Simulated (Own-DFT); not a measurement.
# One host, several defects: D0_22 TiAl3

Source: density functional calculations with Own-DFT, an unreviewed in-house program that is no longer used. Nothing was measured or relaxed, and spin and spin-orbit coupling are left out.

Method: PBE; PseudoDojo norm-conserving scalar-relativistic files; cutoff 42 hartree; 4 x 4 x 4 k mesh centred on Gamma; cold (Marzari-Vanderbilt) smearing of 0.2 eV.

Keep in mind: forces on such cells failed a check on a denser k mesh; stress not checked against mesh or cutoff.

All runs share one cell, with vectors in Å (-2.365, -6.981, 4.326); (-7.667, 3.491, 1.442); (-2.950, -3.488, -7.241) and a volume of 625.4 Å³. Atoms were moved at random from their sites; u is the rms move along one axis. The defect's site can differ from row to row.

| cell | formula | u (Å) | P (GPa) |
|---|---|---|---|
| no defect | Al30Ti10 | 0.0209 | 1.97 |
| no defect | Al30Ti10 | 0.0478 | 2.57 |
| no defect | Al30Ti10 | 0.0530 | 2.65 |
| two Al on a Ti site each | Al32Ti8 | 0.0279 | 2.89 |
| two Al on a Ti site each | Al32Ti8 | 0.0296 | ? |
| two Al on a Ti site each | Al32Ti8 | 0.0449 | 3.20 |
| two Al on a Ti site each | Al32Ti8 | 0.0515 | 3.41 |
| two Ti on an Al site each | Al28Ti12 | 0.0273 | 3.30 |
| two Ti on an Al site each | Al28Ti12 | 0.0286 | 3.31 |
| two Ti on an Al site each | Al28Ti12 | 0.0488 | 3.79 |
| two Al vacancies | Al28Ti10 | 0.0273 | 1.14 |
| two Al vacancies | Al28Ti10 | 0.0295 | 1.25 |
| two Al vacancies | Al28Ti10 | 0.0471 | 1.58 |

## Analysis

P = P0 + c u² + a shift for each defect gives P0 = 1.87 GPa, c = 288 ± 12 GPa/Å² and a scatter of 0.03 GPa. The shifts, and each times the cell's volume:

- two Ti on an Al site each: 1.22 ± 0.03 GPa, 4.8 eV (2.4 eV for each of its 2 sites)
- two Al on a Ti site each: 0.78 ± 0.03 GPa, 3.0 eV (1.5 eV for each of its 2 sites)
- two Al vacancies: -0.91 ± 0.03 GPa, -3.6 eV (-1.8 eV for each of its 2 sites)

Against the defect-free cell, a freed cell would be larger where the shift is positive and smaller where it is negative (160.2 GPa Å³ is 1 eV). The atoms around the defects weren't relaxed, which would change these numbers.

## Withheld run

Question: what pressure belongs in the blank (two Al on a Ti site each, u = 0.0296 Å)?

The fitted form gives 2.90 ± 0.04 GPa. The calculation gave 2.87 GPa.
